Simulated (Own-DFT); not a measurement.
# Misfit strain and the stress it brings: diamond-structure GeSn with randomly placed atoms, 64 atoms (Ge52Sn12)

No measurement is shown. These are fixed-geometry runs of a retired plane-wave code named Own-DFT, which no person has reviewed; spin and spin-orbit coupling are neglected.

Method: PBE; PseudoDojo norm-conserving scalar-relativistic files; cutoff 49 hartree; 3 x 3 x 3 k mesh centred on Gamma; Fermi-Dirac smearing of 0.1 eV.

Caveats: forces on such cells moved up to 12 meV/angstrom on a denser k mesh; stress not checked against mesh or cutoff.

Unstrained cell vectors in Å: (11.628, 0.000, 0.000); (0.000, 11.628, 0.000); (0.000, 0.000, 11.628). The unstrained cell has measured lattice constants (interpolated for alloys), not those of this functional. That, the random moves and any unrelaxed bonds set the pressure at no strain. Each run strains x and y alike by e, as a substrate would, and holds the height along z. All atoms carry random offsets, Gaussian with a width of 0.05 Å per axis. The random placing of the alloy's atoms differs from row to row. Stress is positive in tension.

```
e (%),u (Å),(s_xx + s_yy)/2 (GPa),s_zz (GPa)
-2.75,0.047,-10.83,-9.19
-2.50,0.049,-10.08,-8.82
-1.75,0.053,-8.74,-8.01
-1.50,0.055,?,?
-0.50,0.052,-6.34,-6.10
0.75,0.044,-4.09,-4.47
1.25,0.052,-3.68,-4.28
1.75,0.049,-2.70,-3.61
2.25,0.049,-1.99,-3.04
3.00,0.053,-1.05,-2.50
```

## Analysis

With e as a fraction, the in-plane stress is -5.5 + 170 e - 759 e² GPa (errors 2 and 146, scatter 0.13), and s_zz is -5.5 + 120 e - 578 e² GPa (slope ± 2, scatter 0.14). At e = 0 the first slope is C11 + C12 and the second 2 C12, both with the ions held to the strained lattice and at the cell's own pressure. The term in e² is negative: the layer stiffens under compression and softens under tension. A free layer would change its height as e changes, and the in-plane slope would drop by 2 C12²/C11 to the biaxial modulus. At fixed height, a misfit of 1 % moves the in-plane stress by about 1.7 GPa and s_zz by 1.2 GPa.

## Test on the hidden row

Asked: what are the two stresses at e = -1.50 %?

From the fit: -8.2 and -7.4 GPa. The hidden result is -8.33 and -7.33 GPa.
